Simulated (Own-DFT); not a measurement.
# Strain and stress in wurtzite AlN, 72 atoms (Al36N36)

No measurement is shown. These are fixed-geometry runs of a retired plane-wave code named Own-DFT, which no person has reviewed; spin and spin-orbit coupling are neglected.

All runs used: PBE; PseudoDojo norm-conserving scalar-relativistic files; cutoff 42 hartree; 4 x 4 x 3 k mesh centred on Gamma; Gaussian smearing of 0.01 eV.

Known weak points: k mesh not checked against a denser one; stress not checked against mesh or cutoff.

Unstrained cell vectors in Å: (9.336, 0.000, 0.000); (-4.668, 8.085, 0.000); (0.000, 0.000, 9.964). The unstrained cell has measured lattice constants (interpolated for alloys), not those of this functional. That, the random moves and any unrelaxed bonds set the pressure at no strain. A uniform strain is put on this cell, atoms riding along. Each atom got a random Gaussian move of width 0.05 Å along each axis. Strain is the symmetric tensor, in per cent. Stress is positive in tension, and the pressure is minus a third of its trace.

```
run,e_xx (%),e_yy (%),e_zz (%),e_yz (%),e_xz (%),e_xy (%),s_xx (GPa),s_yy (GPa),s_zz (GPa),s_yz (GPa),s_xz (GPa),s_xy (GPa),P (GPa),E (meV/atom)
1,-1.00,0.06,-0.52,-0.36,0.74,1.70,-9.10,-6.91,-8.92,-0.72,1.75,5.74,8.31,1.5
2,-1.05,-1.76,0.80,-1.43,0.52,-1.77,-13.45,-15.71,-3.66,-4.66,1.17,-7.37,10.94,34.0
3,0.89,0.64,1.58,-1.62,-0.99,0.03,-0.54,-1.31,3.36,-3.94,-2.51,0.41,-0.50,0.9
4,-0.96,-1.90,1.31,1.52,1.90,-0.84,-11.30,-15.56,-2.17,4.16,4.66,-3.84,9.68,31.1
5,-0.26,-0.10,1.02,0.43,0.27,-1.49,-6.89,-7.32,-0.78,1.50,0.84,-5.93,5.00,20.0
6,1.55,-0.68,0.79,1.92,1.97,1.73,0.39,-5.26,-2.04,4.07,5.08,6.49,2.30,9.4
7,-0.83,-1.94,0.57,0.77,-1.68,-1.81,-9.33,-16.50,-6.40,2.21,-4.92,-4.41,10.75,23.9
8,-0.78,-0.61,-1.75,-0.21,1.82,-0.85,-15.26,-9.82,-13.59,-0.30,5.83,-4.81,12.89,37.7
9,1.09,-0.82,1.62,-1.97,0.47,-0.41,-1.91,-5.83,2.34,-4.07,1.67,-1.29,1.80,0.0
10,-2.00,-0.40,1.18,-0.30,-0.10,-0.30,-16.04,-8.63,-1.82,-0.15,-0.61,0.60,8.83,17.9
11,1.09,1.43,-1.91,-1.06,0.20,-1.21,0.45,-1.27,-12.78,-3.00,-0.56,-5.05,4.53,11.0
12,-0.63,-0.28,-1.47,1.16,1.35,-0.42,-9.59,-8.71,-16.53,3.01,3.93,-3.23,11.61,30.4
13,1.30,-1.47,1.88,1.86,1.21,1.00,-0.27,-8.47,1.43,3.64,3.08,3.64,2.43,12.5
14,-1.32,-0.27,0.52,0.54,0.26,-0.67,-13.22,-7.77,-4.09,0.94,0.20,-2.35,8.36,12.0
15,1.15,-0.06,0.62,1.67,-1.17,0.35,?,?,?,?,?,?,?,?
```

E is the free energy for each atom above the lowest run shown.

## Fit

Regress every stress component on the fractional strains (shears doubled) of the visible runs, with a constant. Shear strains stay in the fit of a normal stress only where such slopes are resolved. The slopes, in GPa:

```
stress,at no strain,per e_xx,per e_yy,per e_zz,scatter
s_xx,-6.2,473 ± 45,111 ± 59,65 ± 44,1.71
s_yy,-6.0,139 ± 32,436 ± 42,76 ± 31,1.22
s_zz,-5.9,49 ± 31,126 ± 41,497 ± 30,1.20
```

The slope of each shear stress on twice its own strain, from a fit on all six strains: yz 121 ± 10, xz 142 ± 10, xy 197 ± 12 GPa. These are stiffnesses along x, y and z of the frame in which the cell vectors are given, with the crystal's c axis along z: C11, C12, C13 and C33. Hexagonal symmetry asks that xx and yy behave alike, which is a second check on the noise. The atoms are held to the strained lattice; where symmetry lets them move under strain, relaxing them would lower some slopes. Symmetry asks for nearly equal slopes across the diagonal; the mismatch is a measure of noise. A ninth of the table's sum, 219 ± 5 GPa, estimates the bulk modulus near the mean pressure of these runs, 6.9 GPa, so it lies above the value at zero pressure.

## Check

The question: what normal stresses and pressure should run 15 give?

The fit gives s_xx = -0.4, s_yy = -4.2, s_zz = -2.3 and P = 2.3 GPa. The calculation gave -0.29, -2.70, -4.12 and P = 2.37 GPa.
